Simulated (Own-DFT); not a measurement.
# Which arrangement is lower? C36Si36, 72 atoms

Calculated, not measured: single-point runs of Own-DFT, a retired in-house plane-wave DFT program that no person has reviewed, on unrelaxed cells, without spin or spin-orbit coupling.

Method: PBE; PseudoDojo norm-conserving scalar-relativistic files; cutoff 42 hartree; 4 x 4 x 3 k mesh centred on Gamma; Fermi-Dirac smearing of 0.1 eV.

Known weak points: forces on such cells passed a denser k mesh, each cell not checked; stress not checked against mesh or cutoff.

All cells hold the same atoms in the same cell, with vectors in Å (9.248, 0.000, 0.000); (-4.624, 8.009, 0.000); (0.000, 0.000, 10.068). Atoms are randomly off their ideal sites, by an rms of u per axis. E is the free energy of the cell above the lowest run. The arrangements:

- A: 2H SiC
- B: 4H SiC

```
arrangement,u (Å),E (eV),P (GPa)
A,0.0308,0.980,3.90
A,0.0311,0.964,3.87
A,0.0312,0.939,3.86
A,0.0580,6.922,5.68
A,0.0625,9.344,6.71
A,0.0626,9.444,6.85
B,0.0275,0.000,3.45
B,0.0289,0.344,3.65
B,0.0318,0.723,3.73
B,0.0564,6.532,5.66
B,0.0591,8.487,6.52
B,0.0610,8.125,6.01
```

Asked: what order do the arrangements take when the shaking is discounted?

## Worked answer

Fit E = a + b u², with one b for all and one a for each arrangement, and with residuals divided by u², since the noise grows with the moves. Then b = 2786 eV/Å², the scatter at u = 0.04 Å is 0.20 eV, and against A:

- B: -0.32 ± 0.09 eV (lower)

The cells share one lattice and weren't relaxed, which can shift such small differences either way.
